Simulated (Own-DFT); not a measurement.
# Point defects and the pressure they add: C40 NbSi2

The numbers are computed, not measured, by runs of the plane-wave DFT program Own-DFT (in-house, retired, unreviewed) at fixed positions, with no spin and no spin-orbit coupling.

Settings: PBE; PseudoDojo norm-conserving scalar-relativistic files; cutoff 42 hartree; 4 x 4 x 5 k mesh centred on Gamma; cold (Marzari-Vanderbilt) smearing of 0.2 eV.

Limits: forces on such cells failed a check on a denser k mesh; stress not checked against mesh or cutoff.

All runs share one cell, with vectors in Å (0.000, 8.324, 0.000); (-9.613, 0.000, 0.000); (0.000, 0.000, 6.586) and a volume of 527.0 Å³. The atoms are randomly displaced, by u rms on each axis. The defect's site can differ from row to row.

| cell | formula | u (Å) | P (GPa) |
|---|---|---|---|
| no defect | Nb12Si24 | 0.0206 | 1.53 |
| no defect | Nb12Si24 | 0.0490 | 2.69 |
| no defect | Nb12Si24 | 0.0518 | 2.65 |
| one Si vacancy | Nb12Si23 | 0.0328 | 1.19 |
| one Si vacancy | Nb12Si23 | 0.0491 | 1.70 |
| one Si vacancy | Nb12Si23 | 0.0534 | 2.04 |
| two Si on a Nb site each | Nb10Si26 | 0.0330 | ? |
| two Si on a Nb site each | Nb10Si26 | 0.0332 | 1.73 |
| two Si on a Nb site each | Nb10Si26 | 0.0470 | 2.31 |
| two Si on a Nb site each | Nb10Si26 | 0.0555 | 2.90 |
| two Nb on a Si site each | Nb14Si22 | 0.0282 | 7.37 |
| two Nb on a Si site each | Nb14Si22 | 0.0285 | 7.40 |
| two Nb on a Si site each | Nb14Si22 | 0.0559 | 9.01 |

## Worked fit

P = P0 + c u² + a shift for each defect gives P0 = 1.21 GPa, c = 588 ± 40 GPa/Å² and a scatter of 0.13 GPa. The shifts, and each times the cell's volume:

- two Nb on a Si site each: 5.79 ± 0.11 GPa, 19.0 eV (9.5 eV for each of its 2 sites)
- two Si on a Nb site each: -0.15 ± 0.11 GPa, -0.5 eV (-0.3 eV for each of its 2 sites) (not resolved)
- one Si vacancy: -0.81 ± 0.11 GPa, -2.7 eV

Against the defect-free cell, a freed cell would be larger where the shift is positive and smaller where it is negative (160.2 GPa Å³ is 1 eV). The atoms around the defects weren't relaxed, which would change these numbers.

## Check

The question: what pressure belongs in the blank (two Si on a Nb site each, u = 0.0330 Å)?

The fit gives 1.70 ± 0.15 GPa. The calculation gave 1.59 GPa.
